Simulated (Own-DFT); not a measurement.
# Which arrangement is lower? Al2C36Si34, 72 atoms

These are calculations, not measurements. They come from Own-DFT, an in-house plane-wave density functional program, since retired, whose code no person has reviewed. Each row is one single-point run on a periodic cell that was not relaxed, without spin or spin-orbit coupling.

Settings of every run: PBE; PseudoDojo norm-conserving scalar-relativistic files; cutoff 42 hartree; 4 x 4 x 3 k mesh centred on Gamma; Fermi-Dirac smearing of 0.1 eV.

Known limits: not probed for a lower state with spin; forces on such cells passed a denser k mesh, each cell not checked; stress not checked against mesh or cutoff.

All cells hold the same atoms in the same cell, with vectors in Å (9.248, 0.000, 0.000); (-4.624, 8.009, 0.000); (0.000, 0.000, 10.068). Every atom was moved at random from its ideal site; u is the rms move along one axis. The defect's site can differ from row to row. E is the free energy of the cell above the lowest run. The arrangements:

- A: 4H SiC, with two Al on a Si site each, 3.1 Å apart
- B: 2H SiC, with two Al on a Si site each, 3.1 Å apart

```
arrangement,u (Å),E (eV),P (GPa)
A,0.0283,0.000,5.64
A,0.0289,0.040,5.77
A,0.0290,0.365,5.78
A,0.0500,4.391,7.27
A,0.0505,3.740,6.89
A,0.0526,4.169,6.75
B,0.0297,0.413,5.83
B,0.0301,0.753,5.99
B,0.0303,0.912,6.04
B,0.0497,4.524,7.39
B,0.0530,5.670,7.54
B,0.0532,6.273,8.01
```

Question: once the cost of the random moves is taken out, how do the arrangements rank?

## Worked answer

Fit E = a + b u², with one b for all and one a for each arrangement, and with residuals divided by u², since the noise grows with the moves. Then b = 2446 eV/Å², the scatter at u = 0.04 Å is 0.34 eV, and against A:

- B: 0.44 ± 0.15 eV (higher)

These are energies of unrelaxed cells. Relaxing the atoms lowers the strained arrangements most, so the gaps would shrink and small ones could change sign.
